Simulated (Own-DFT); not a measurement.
# How strain changes the stress of wurtzite GaN, 72 atoms (Ga36N36)

These are calculations, not measurements. The program, named Own-DFT, is a retired in-house plane-wave density functional code that no person has reviewed. Each row is one single-point run on a periodic cell that was not relaxed, without spin or spin-orbit coupling.

Settings of every run: PBE; PseudoDojo norm-conserving scalar-relativistic files (stringent for Ga); cutoff 96 hartree; 4 x 4 x 3 k mesh centred on Gamma; Gaussian smearing of 0.01 eV.

Known limits: forces not confirmed at this smearing and k mesh; stress not checked against mesh or cutoff.

Unstrained cell vectors in Å: (9.567, 0.000, 0.000); (-4.784, 8.285, 0.000); (0.000, 0.000, 10.370). The unstrained cell has measured lattice constants (interpolated for alloys), not those of this functional. That, the random moves and any unrelaxed bonds set the pressure at no strain. Each run strains this cell uniformly, with the atoms carried along. Every atom was also moved at random, by a Gaussian of width 0.05 Å on each axis. Strain is the symmetric tensor, in per cent. Stress is positive in tension, and the pressure is minus a third of its trace.

| run | e_xx (%) | e_yy (%) | e_zz (%) | s_xx (GPa) | s_yy (GPa) | s_zz (GPa) | P (GPa) | E (meV/atom) |
|---|---|---|---|---|---|---|---|---|
| 1 | 0.00 | 0.00 | -0.50 | -8.04 | -8.35 | -7.47 | 7.95 | 15.8 |
| 2 | 0.00 | 0.00 | 1.75 | -5.42 | -4.44 | -0.43 | 3.43 | 0.0 |
| 3 | 0.00 | 0.00 | -0.50 | -8.27 | -7.77 | -9.35 | 8.46 | 25.7 |
| 4 | 0.00 | 0.00 | 2.75 | -3.96 | -8.31 | 4.21 | 2.69 | 28.6 |
| 5 | 0.00 | 0.00 | 1.75 | -5.76 | -5.72 | -0.31 | 3.93 | 13.3 |
| 6 | 0.00 | 0.00 | -1.25 | -8.82 | -8.28 | -12.67 | 9.93 | 33.0 |
| 7 | 0.00 | 0.00 | 2.75 | -5.44 | -4.84 | 3.47 | 2.27 | 24.1 |
| 8 | 0.00 | 0.00 | -0.25 | -8.47 | -6.75 | -6.68 | 7.30 | 17.7 |
| 9 | 0.00 | 0.00 | -1.25 | -8.07 | -6.34 | -14.44 | 9.62 | 24.6 |
| 10 | 0.00 | 0.00 | -0.25 | -7.28 | -7.29 | -7.58 | 7.38 | 14.1 |
| 11 | 0.00 | 0.00 | 0.75 | ? | ? | ? | ? | ? |

E is the free energy for each atom above the lowest run shown.

## Worked fit

The change of volume is close to e_xx + e_yy + e_zz. A straight line through the runs shown gives P = 7.21 - 183 x (fractional change of volume) GPa, with an error of 8 on the slope and a scatter of 0.38 GPa. The strain isn't the same on all axes and the cell isn't cubic, so the slope belongs to this path and is not the bulk modulus.

## Withheld run

Question: what pressure should run 11 give? Its volume changes by 0.75 %.

The line gives 5.8 GPa. The calculation gave 6.11 GPa.
